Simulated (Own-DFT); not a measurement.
# Hybrid less PBE against volume: alpha-quartz SiO2, 70 atoms (O46Si24), with two O vacancies

All values are computed. Each geometry was run twice at fixed positions with Own-DFT, a retired in-house plane-wave program that no person has reviewed: with PBE, and with HSE06 (exact exchange share 0.25 at short range, screening 0.11 per bohr, Gygi-Baldereschi treatment of its divergence). Both used PseudoDojo norm-conserving files made for PBE, a cutoff of 48 hartree, the Gamma point alone, fixed occupations, a neutral cell and no spin. The unstrained cell is 8.5 Å across at its thinnest, so Gamma alone is coarse and defects feel their images. The oxygen file's force components were 24 meV/Å off all-electron values in a glass.

Unstrained cell vectors in Å: (9.827, 0.000, 0.000); (-4.913, 8.510, 0.000); (0.000, 0.000, 10.810), volume V0 = 904.1 Å³, from measured lattice constants. Each geometry has its own random strain of a few per cent, its own defect sites and random moves of rms u per axis. HSE06 gave the energy alone. D is its energy less that of PBE, over the lowest D shown. The PBE stress wasn't checked against mesh or cutoff.

| run | V - V0 (Å³) | u (Å) | P with PBE (GPa) | D (eV) |
|---|---|---|---|---|
| 1 | 15.1 | 0.0302 | 3.80 | 1.399 |
| 2 | -10.0 | 0.0302 | 9.04 | 0.756 |
| 3 | -22.3 | 0.0298 | 13.09 | 0.372 |
| 4 | 34.6 | 0.0306 | 0.78 | 1.846 |
| 5 | 32.5 | 0.0329 | 2.13 | 1.722 |
| 6 | -34.2 | 0.0281 | 16.18 | 0.000 |
| 7 | -23.2 | 0.0298 | 13.51 | 0.337 |
| 8 | -3.3 | 0.0342 | 10.78 | 0.765 |
| 9 | -8.1 | 0.0291 | 10.04 | 0.709 |
| 10 | -8.9 | 0.0313 | 8.71 | 0.804 |
| 11 | -25.0 | 0.0306 | 13.21 | 0.435 |
| 12 | -25.5 | 0.0299 | 13.67 | 0.257 |
| 13 | -15.6 | 0.0294 | 11.43 | 0.499 |
| 14 | -14.3 | 0.0318 | 11.16 | ? |

## Analysis

D = 0.95 + 0.0256 (V - V0) eV, with an error of 0.0009 on the volume slope and a scatter of 0.07 eV. Pressure is -dE/dV, and 1 eV/Å³ is 160.2 GPa, so HSE06 changes the pressure by -4.1 ± 0.1 GPa. Turning this into a change of volume would need the relaxed stiffness: quartz yields by tilting its tetrahedra, which these fixed-ion runs don't allow.

## Withheld run

Asked: what D should run 14 give?

Estimate: 0.58 eV, with rows scattering by 0.07. The calculation gave 0.539 eV.
